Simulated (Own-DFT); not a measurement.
## Calculated data, GaN (wurtzite, atoms displaced)

A calculation, not a measurement: plane-wave PBE density functional theory by an unreviewed code, no spin, of a simulated periodic cell, stress positive in tension, free energy of the whole cell less one offset for each atom, forces on such cells passed a denser k mesh, this cell's mesh not checked; offsets are fitted by least squares, one for each functional and potential file, so energies compare only between cells with the same atoms and settings and are not formation energies; the far tail of each file's local potential was reset to the Coulomb form; each entry is a single point on an unrelaxed cell, so the pressure reflects the starting lattice, mostly measured values (interpolated for alloys), from which strain is counted, and rises with the displacements; printed positions are rounded, which can move forces by about a meV/angstrom; the program, named Own-DFT, is a retired in-house code; no spin-orbit coupling. Program: Own-DFT development build.

## GaN (wurtzite, atoms displaced)

```
GaN
1.0
     12.7560     0.0000     0.0000
     -4.7835     8.2853     0.0000
      0.0000     0.0000    10.3700
Ga N Ga N Ga N Ga N Ga N Ga N Ga N Ga N Ga N Ga N Ga N Ga N Ga N Ga N Ga N Ga N Ga N Ga N Ga N Ga N Ga N Ga N Ga N Ga N
2 2 2 2 2 2 2 2 2 2 2 2 2 2 2 2 2 2 2 2 2 2 2 2 2 2 2 2 2 2 2 2 2 2 2 2 2 2 2 2 2 2 2 2 2 2 2 2
Direct
  0.08348 0.22079 0.00164
  0.16758 0.11149 0.24831
  0.08426 0.22216 0.18725
  0.16630 0.11353 0.43441
  0.08376 0.22032 0.50032
  0.16665 0.10801 0.74846
  0.08332 0.22095 0.69187
  0.16909 0.11571 0.93823
  0.08029 0.54952 0.00050
  0.16570 0.44592 0.24796
  0.08607 0.55934 0.18922
  0.16601 0.44563 0.43882
  0.08540 0.55799 0.49908
  0.16444 0.44456 0.74950
  0.08318 0.55439 0.68770
  0.16770 0.44648 0.93917
  0.08242 0.89234 0.00178
  0.17044 0.77963 0.24826
  0.08180 0.88787 0.18995
  0.16555 0.77644 0.43469
  0.08698 0.89303 0.50006
  0.16963 0.77774 0.74924
  0.08325 0.89241 0.68799
  0.16793 0.77511 0.93466
  0.33148 0.21818 0.99993
  0.41757 0.11324 0.25098
  0.33210 0.22143 0.18983
  0.41685 0.11330 0.43967
  0.33716 0.22598 0.50072
  0.41561 0.10772 0.75203
  0.33031 0.21941 0.68728
  0.41554 0.10835 0.93998
  0.33630 0.55675 0.00325
  0.41914 0.44784 0.25010
  0.33472 0.55860 0.18786
  0.41720 0.44464 0.43946
  0.33346 0.55356 0.50002
  0.41654 0.44325 0.75129
  0.33259 0.55765 0.69010
  0.41979 0.44392 0.93933
  0.33194 0.88763 0.00105
  0.41717 0.77815 0.24613
  0.33787 0.89157 0.18994
  0.41354 0.77572 0.43887
  0.33575 0.89228 0.49908
  0.41838 0.77922 0.75002
  0.33314 0.88843 0.68917
  0.42022 0.77545 0.93804
  0.58675 0.22604 0.00136
  0.66859 0.10940 0.24999
  0.58543 0.22149 0.19196
  0.66387 0.10898 0.44014
  0.58352 0.21997 0.50002
  0.66768 0.11426 0.75223
  0.58220 0.22446 0.68867
  0.67062 0.11310 0.93564
  0.58585 0.55256 0.00217
  0.66825 0.44761 0.24890
  0.58426 0.55544 0.18908
  0.66731 0.44374 0.44028
  0.58159 0.55437 0.49727
  0.66883 0.44799 0.74855
  0.58433 0.55506 0.68582
  0.66499 0.44456 0.93911
  0.58255 0.89050 0.00058
  0.66609 0.78088 0.24418
  0.58097 0.88853 0.18730
  0.66738 0.77750 0.43784
  0.58061 0.88735 0.50307
  0.66698 0.77867 0.75037
  0.58362 0.89149 0.68952
  0.66756 0.77953 0.93806
  0.83421 0.22093 0.00037
  0.91989 0.11256 0.25039
  0.83280 0.21926 0.18880
  0.91695 0.10941 0.44074
  0.83232 0.22319 0.49985
  0.91690 0.11435 0.75151
  0.82967 0.21790 0.68925
  0.91742 0.11336 0.93749
  0.83420 0.55654 0.99785
  0.91754 0.44526 0.24932
  0.83382 0.55910 0.19017
  0.91663 0.44560 0.43951
  0.83178 0.55548 0.49744
  0.91604 0.43966 0.75324
  0.83300 0.55583 0.68957
  0.91875 0.44491 0.93635
  0.83344 0.89026 0.99530
  0.91908 0.77605 0.24809
  0.82991 0.88574 0.18818
  0.91756 0.77750 0.43731
  0.83303 0.88639 0.49728
  0.91871 0.77361 0.74956
  0.83103 0.88698 0.69060
  0.91963 0.78395 0.93770
```

```
functional                        : PBE
potential files                   : PseudoDojo norm-conserving, scalar-relativistic, standard set with the stringent files for Ga
wave cutoff                       : 96 hartree
occupations                       : Gaussian
smearing width                    : 0.01 eV
k mesh                            : 3 x 4 x 3 centred on Gamma
free energy of cell above offsets : -10.421 eV
pressure                          : 5.38 GPa
stress xx                         : -5.61 GPa
stress yy                         : -5.09 GPa
stress zz                         : -5.44 GPa
stress yz                         : -0.04 GPa
stress xz                         : 0.25 GPa
stress xy                         : -0.47 GPa
```

Force:
| element | x (eV/Å) | y (eV/Å) | z (eV/Å) |
| --- | --- | --- | --- |
| Ga | -0.087 | 0.518 | -0.597 |
| Ga | -0.179 | -0.076 | 0.227 |
| N | -0.06 | 0.204 | 0.2 |
| N | 0.655 | -0.012 | 0.549 |
| Ga | -0.31 | 0.357 | 0.279 |
| Ga | -0.408 | 0.585 | 0.409 |
| N | -0.088 | 0.149 | -0.505 |
| N | -0.199 | -0.695 | -0.03 |
| Ga | 0.564 | 0.969 | -0.11 |
| Ga | 0.529 | -0.15 | 0.476 |
| N | -0.452 | -0.415 | -0.335 |
| N | 0.331 | -0.361 | -0.297 |
| Ga | -0.335 | -0.239 | 0.125 |
| Ga | 0.638 | -0.079 | 0.251 |
| N | -0.433 | 0.16 | -0.027 |
| N | 0.241 | -0.349 | 0.15 |
| Ga | 0.872 | -0.21 | -0.381 |
| Ga | -0.333 | 0.219 | 0.097 |
| N | 0.743 | 0.3 | -0.444 |
| N | 0.303 | 0.597 | 0.531 |
| Ga | -0.372 | -0.349 | -0.324 |
| Ga | -0.701 | -0.144 | -0.137 |
| N | 0.694 | -0.82 | -0.136 |
| N | -0.678 | 0.164 | 0.92 |
| Ga | 0.359 | 0.685 | 0.144 |
| Ga | 0.146 | 0.075 | -0.009 |
| N | 0.383 | 0.352 | -0.226 |
| N | 0.18 | -0.107 | -0.231 |
| Ga | -0.685 | -0.492 | -0.101 |
| Ga | -0.118 | 0.536 | -0.2 |
| N | 0.569 | 0.275 | 0.258 |
| N | 0.414 | 0.287 | 0.065 |
| Ga | -0.099 | -0.376 | -0.879 |
| Ga | -0.302 | -0.432 | -0.014 |
| N | 0.021 | -0.515 | 0.393 |
| N | -0.184 | 0.035 | -0.455 |
| Ga | -0.441 | 0.229 | 0.271 |
| Ga | -0.036 | 0.179 | -0.174 |
| N | 0.329 | -0.379 | -0.207 |
| N | -0.294 | -0.188 | 0.195 |
| Ga | 0.504 | -0.279 | -0.248 |
| Ga | -0.021 | -0.023 | 0.995 |
| N | -0.682 | 0.016 | -0.343 |
| N | 0.445 | 0.143 | -0.346 |
| Ga | -0.406 | -0.489 | 0.082 |
| Ga | -0.064 | -0.226 | 0.093 |
| N | 0.264 | 0.113 | -0.366 |
| N | -0.908 | 0.381 | 0.161 |
| Ga | -0.188 | -0.755 | 0.03 |
| Ga | -0.42 | 0.013 | 0.425 |
| N | -0.194 | 0.316 | -0.474 |
| N | 0.53 | -0.037 | -0.352 |
| Ga | -0.251 | 0.439 | 0.181 |
| Ga | -0.498 | -0.34 | -0.621 |
| N | 0.251 | -0.227 | 0.201 |
| N | -0.634 | 0.017 | 0.901 |
| Ga | -0.905 | 0.777 | -0.316 |
| Ga | 0.112 | -0.444 | 0.612 |
| N | -0.174 | 0.09 | -0.022 |
| N | -0.38 | -0.167 | -0.516 |
| Ga | 0.585 | 0.427 | 0.34 |
| Ga | -0.419 | -0.351 | 0.006 |
| N | -0.482 | 0.089 | 0.302 |
| N | 1.011 | 0.044 | -0.264 |
| Ga | 0.544 | 0.019 | -0.402 |
| Ga | 0.181 | -0.317 | 0.958 |
| N | 0.341 | 0.272 | -0.037 |
| N | -0.609 | 0.013 | -0.384 |
| Ga | 0.425 | -0.184 | -0.41 |
| Ga | -0.147 | -0.232 | -0.183 |
| N | 0.052 | -0.056 | 0.1 |
| N | -0.161 | -0.401 | 0.299 |
| Ga | -0.051 | 0.145 | 0.069 |
| Ga | -0.298 | -0.643 | 0.212 |
| N | 0.256 | 0.556 | -0.06 |
| N | -0.279 | 0.338 | -0.357 |
| Ga | 0.242 | -0.269 | 0.047 |
| Ga | 0.248 | -0.803 | -0.534 |
| N | 0.381 | 0.695 | -0.226 |
| N | 0.222 | -0.004 | 0.336 |
| Ga | -0.03 | 0.263 | 0.235 |
| Ga | -0.119 | -0.062 | 0.289 |
| N | 0.481 | -0.742 | -0.786 |
| N | 0.134 | -0.145 | -0.281 |
| Ga | 0.362 | 0.238 | 0.471 |
| Ga | -0.205 | 0.429 | -1.136 |
| N | 0.639 | -0.399 | -0.19 |
| N | -0.658 | -0.287 | 0.778 |
| Ga | -0.138 | 0.027 | 0.602 |
| Ga | -0.983 | 0.517 | 0.533 |
| N | 0.836 | 0.626 | -0.391 |
| N | 0.223 | 0.107 | 0.064 |
| Ga | -0.074 | 0.051 | 0.64 |
| Ga | -0.809 | 0.763 | -0.176 |
| N | 0.706 | 0.297 | -0.315 |
| N | 0.034 | -0.827 | 0.055 |
